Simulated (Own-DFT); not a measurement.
# Strain and stress in diamond-structure GeSn with randomly placed atoms, 64 atoms (Ge56Sn8)

All numbers below are calculated, not measured. They come from Own-DFT, an in-house plane-wave density functional program, since retired, whose code no person has reviewed. Each row is one single-point run on a periodic cell that was not relaxed, without spin or spin-orbit coupling.

Settings of every run: PBE; PseudoDojo norm-conserving scalar-relativistic files; cutoff 49 hartree; 3 x 3 x 3 k mesh centred on Gamma; Fermi-Dirac smearing of 0.1 eV.

Known limits: forces on such cells moved up to 12 meV/angstrom on a denser k mesh; stress not checked against mesh or cutoff.

Unstrained cell vectors in Å: (11.524, 0.000, 0.000); (0.000, 11.524, 0.000); (0.000, 0.000, 11.524). The unstrained cell has measured lattice constants (interpolated for alloys), not those of this functional. That, the random moves and any unrelaxed bonds set the pressure at no strain. Each run strains this cell uniformly, with the atoms carried along. Every atom was also moved at random, by a Gaussian of width 0.05 Å on each axis. The random placing of the alloy's atoms differs from row to row. Strain is the symmetric tensor, in per cent. Stress is positive in tension, and the pressure is minus a third of its trace.

| run | e_xx (%) | e_yy (%) | e_zz (%) | s_xx (GPa) | s_yy (GPa) | s_zz (GPa) | P (GPa) | E (meV/atom) |
|---|---|---|---|---|---|---|---|---|
| 1 | -2.00 | -2.00 | 0.00 | -8.64 | -8.62 | -7.54 | 8.27 | 62.8 |
| 2 | -0.75 | -0.75 | 0.00 | -6.50 | -6.52 | -6.06 | 6.36 | 48.3 |
| 3 | 2.50 | 2.50 | 0.00 | -1.29 | -1.14 | -2.54 | 1.66 | 1.7 |
| 4 | 0.25 | 0.25 | 0.00 | -4.71 | -4.68 | -4.83 | 4.74 | 30.7 |
| 5 | 3.00 | 3.00 | 0.00 | -0.58 | -0.52 | -2.10 | 1.06 | 0.0 |
| 6 | -1.75 | -1.75 | 0.00 | -8.47 | -8.30 | -7.53 | 8.10 | 73.5 |
| 7 | 1.25 | 1.25 | 0.00 | -3.36 | -3.51 | -4.17 | 3.68 | 41.7 |
| 8 | -2.25 | -2.25 | 0.00 | -9.75 | -10.09 | -8.43 | 9.42 | 117.1 |
| 9 | 2.75 | 2.75 | 0.00 | ? | ? | ? | ? | ? |

E is the free energy for each atom above the lowest run shown.

## Worked fit

The change of volume is close to e_xx + e_yy + e_zz. A straight line through the runs shown gives P = 5.49 - 76 x (fractional change of volume) GPa, with an error of 3 on the slope and a scatter of 0.32 GPa. The strain isn't the same on all axes, but the crystal is cubic, so the slope still estimates the bulk modulus, averaged over pressures from 1.1 to 9.4 GPa.

## Withheld run

Question: what pressure should run 9 give? Its volume changes by 5.58 %.

The line gives 1.3 GPa. The calculation gave 1.34 GPa.
